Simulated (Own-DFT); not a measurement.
## Calculated data, Si$_{2}$SnGe$_{13}$ (diamond-structure random alloy, strained, atoms displaced)

A calculation, not a measurement: plane-wave density functional theory by an unreviewed code, no spin, of a simulated periodic cell, stress positive in tension, run twice, with PBE and with PBEsol, both on files made for PBE, so the change isn't that of files made for PBEsol, forces on such cells moved up to 12 meV/angstrom on a denser k mesh; the far tail of each file's local potential was reset to the Coulomb form; each entry is a single point on an unrelaxed cell, so the pressure reflects the starting lattice, mostly measured values (interpolated for alloys), from which strain is counted, and rises with the displacements; printed positions are rounded, which can move forces by about a meV/angstrom; the program, named Own-DFT, is a retired in-house code; no spin-orbit coupling; stress was not checked against mesh or cutoff. Program: Own-DFT development build.

```xyz
64
Lattice="11.0506 0.0000 0.0000 0.0000 11.0506 0.0000 0.0000 0.0000 11.3631" Properties=species:S:1:pos:R:3:PBE_force_x:R:1:PBE_force_y:R:1:PBE_force_z:R:1:PBEsol_force_x:R:1:PBEsol_force_y:R:1:PBEsol_force_z:R:1 formula=Si2SnGe13 functional=PBE,then_PBEsol potential_files=PseudoDojo_norm-conserving,scalar-relativistic,standard_set wave_cutoff=49 occupations=Fermi-Dirac smearing_width=0.1 k_mesh=3_x_3_x_3_centred_on_Gamma PBE_pressure=9.43 PBE_stress_xx=-10.11 PBE_stress_yy=-10 PBE_stress_zz=-8.17 PBE_stress_yz=0.65 PBE_stress_xz=-0.79 PBE_stress_xy=0.94 PBEsol_pressure=6.26 PBEsol_stress_xx=-6.94 PBEsol_stress_yy=-6.83 PBEsol_stress_zz=-5 PBEsol_stress_yz=0.63 PBEsol_stress_xz=-0.76 PBEsol_stress_xy=0.91 rms_change_of_force_components_from_PBE_to_PBEsol=0.046
Si    11.0112    11.0002    11.2674      1.263      1.722      0.602      1.216      1.664      0.551
Ge    11.0146     2.7582     2.7955      1.511     -0.279      0.877      1.382     -0.246      0.854
Ge     2.7243     0.0894     2.8648      0.413      -0.77     -0.578      0.448     -0.791     -0.504
Ge     2.7606     2.7987    11.2533     -0.649     -0.092      1.745     -0.552     -0.105      1.699
Si     1.4239     1.4084     1.4410     -0.962     -0.245     -1.373     -0.914     -0.215     -1.314
Si     1.3742     4.1022     4.3181      0.493     -0.665     -0.676      0.435     -0.606     -0.704
Ge     4.1593     1.3416     4.2984     -1.866      2.654      -1.72     -1.783      2.535     -1.698
Ge     4.0771     4.1401     1.4575      0.576      0.045     -0.468       0.57      0.056     -0.455
Ge    11.0273     0.0948     5.7325      0.149     -0.398     -1.952      0.145     -0.393     -1.868
Ge    11.0257     2.7719     8.4923      2.049     -1.078      1.742       1.95      -1.08      1.661
Ge     2.7259     0.0239     8.5076      0.593     -0.797      0.182      0.564     -0.768      0.175
Si     2.7252     2.6978     5.7140      0.431      0.787     -0.508      0.462      0.725     -0.453
Ge     1.4023     1.3351     7.0880      -0.18      1.062       0.47     -0.217      0.978      0.496
Si     1.3771     4.1396     9.9898     -0.669      0.607     -1.083     -0.653      0.595     -1.061
Ge     4.0816     1.3949     9.9595      0.504      -0.72     -0.389      0.447     -0.648     -0.428
Ge     4.1388     4.1074     7.1583     -0.729      0.753      -1.77     -0.674      0.747     -1.661
Ge    11.0480     5.5819    11.3541      0.693     -0.875      0.435      0.634     -0.814      0.461
Ge    11.0265     8.1819     2.8286      1.487      0.174      1.146      1.442      0.155      1.116
Ge     2.7303     5.5185     2.8813       0.27     -0.962      1.095      0.287     -0.892      1.012
Ge     2.7787     8.3556     0.0231      -0.16     -1.094      0.027     -0.149     -1.049      0.025
Ge     1.4155     6.8388     1.5200     -0.144      0.784     -1.479     -0.152      0.759     -1.421
Ge     1.4422     9.6299     4.2534     -1.994      1.297     -0.839     -1.909      1.253     -0.801
Ge     4.1301     6.9041     4.2981     -0.778     -0.604      0.586     -0.749     -0.581      0.566
Ge     4.1777     9.6704     1.4103     -0.997      2.089     -0.775     -1.002      1.983     -0.729
Ge     0.0983     5.5102     5.6435      0.119      1.111     -0.722      0.077      1.121     -0.661
Si     0.0428     8.3747     8.5172     -0.011     -0.895     -0.173     -0.006     -0.872      -0.17
Ge     2.7690     5.5207     8.5129     -0.557     -0.358      0.565     -0.497     -0.316      0.509
Ge     2.7495     8.3967     5.6251      0.374     -1.812      0.639      0.365     -1.756      0.619
Ge     1.4445     6.9175     7.0639     -0.517      0.779      0.443     -0.471      0.723      0.395
Ge     1.3975     9.6917     9.9703     -0.373     -0.084     -0.495     -0.286     -0.086     -0.485
Ge     4.1552     6.8756     9.9275     -0.508      0.281      0.416     -0.482      0.271      0.397
Ge     4.1017     9.6195     7.0510     -0.353     -0.145      1.971     -0.348     -0.143      1.904
Si     5.4629     0.0774    11.3459      0.503     -0.777     -0.035       0.49     -0.763     -0.032
Ge     5.5620     2.8262     2.8836     -1.378     -1.183     -0.863     -1.323     -1.146     -0.835
Ge     8.2270    11.0447     2.8405     -0.153      1.094       0.88     -0.163      1.069      0.866
Ge     8.2299     2.8240     0.0493      0.813     -0.245      0.134      0.829     -0.277      0.174
Ge     6.8668     1.3797     1.4200     -0.367       0.04     -0.164     -0.312       0.08     -0.112
Ge     6.9220     4.0906     4.2048     -0.129      1.384      1.021     -0.118      1.334      0.981
Ge     9.5808     1.5052     4.2475      0.798     -1.603     -0.582      0.766     -1.543      -0.56
Ge     9.7311     4.1638     1.5019     -0.683      0.422     -1.437     -0.674      0.404      -1.38
Sn     5.4983     0.0429     5.6950     -0.432     -0.899       1.09     -0.414     -0.876      1.049
Ge     5.3768     2.7288     8.4783      2.277      0.048      1.417       2.17      0.028      1.338
Ge     8.2881    11.0401     8.4637      0.429      0.261      0.383      0.408      0.255      0.366
Ge     8.2785     2.8033     5.6162      -1.57     -0.826       0.44      -1.52     -0.806      0.401
Ge     6.8538     1.3869     7.0827      1.716       1.71      1.528      1.657       1.65      1.481
Si     6.9542     4.1303     9.9785     -1.169      0.181     -0.945     -1.143      0.179      -0.92
Ge     9.6875     1.4433     9.9800     -0.569      -0.54     -0.177     -0.581     -0.489     -0.217
Sn     9.6862     4.1397     7.0726      -0.08      0.666      -0.59     -0.072      0.643      -0.57
Ge     5.5182     5.5266    11.3513     -0.018     -1.031     -0.195     -0.045     -0.956     -0.151
Sn     5.5556     8.2393     2.7926      0.528      0.555      1.239      0.502       0.54      1.201
Ge     8.2451     5.4697     2.8083      0.649      0.679      0.404       0.63      0.648      0.382
Ge     8.2684     8.3022     0.0004     -0.955     -1.533     -1.166     -0.929     -1.498     -1.133
Ge     6.9092     6.8306     1.3723      1.174     -0.486     -0.993      1.134     -0.473     -0.963
Ge     6.9012     9.7715     4.3488      1.896     -1.963     -1.332      1.851     -1.906     -1.301
Ge     9.6690     6.9257     4.2521     -0.447     -1.098       0.36     -0.421     -1.058      0.346
Sn     9.6700     9.6294     1.4325      0.491      1.012     -0.027      0.425      0.929      0.014
Ge     5.5728     5.5694     5.6882     -0.365     -0.968     -0.064     -0.359     -0.923     -0.066
Ge     5.4869     8.2214     8.4984     -0.113       1.15      0.425     -0.107      1.109      0.399
Ge     8.3482     5.5122     8.5522     -1.925      1.256        0.8     -1.823      1.246      0.755
Ge     8.3116     8.2839     5.7071      0.248      0.681     -0.759      0.233       0.67     -0.735
Ge     6.8729     7.0302     7.0516      0.809     -1.476      0.876      0.775     -1.424       0.84
Ge     6.9131     9.6665     9.9363     -0.904      0.522      -0.11     -0.839      0.471     -0.135
Ge     9.7119     6.9169     9.9581     -0.122      1.054     -0.791      -0.15      0.983     -0.723
Ge     9.7470     9.6817     7.0124      -0.43     -0.361      1.289     -0.452     -0.307      1.211
```

Units: wave_cutoff in hartree; smearing_width in eV; PBE_pressure, PBE_stress_xx, PBE_stress_yy, PBE_stress_zz, PBE_stress_yz, PBE_stress_xz, PBE_stress_xy, PBEsol_pressure, PBEsol_stress_xx, PBEsol_stress_yy, PBEsol_stress_zz, PBEsol_stress_yz, PBEsol_stress_xz, PBEsol_stress_xy in GPa; rms_change_of_force_components_from_PBE_to_PBEsol, PBE_force_x, PBE_force_y, PBE_force_z, PBEsol_force_x, PBEsol_force_y, PBEsol_force_z in eV/Å.
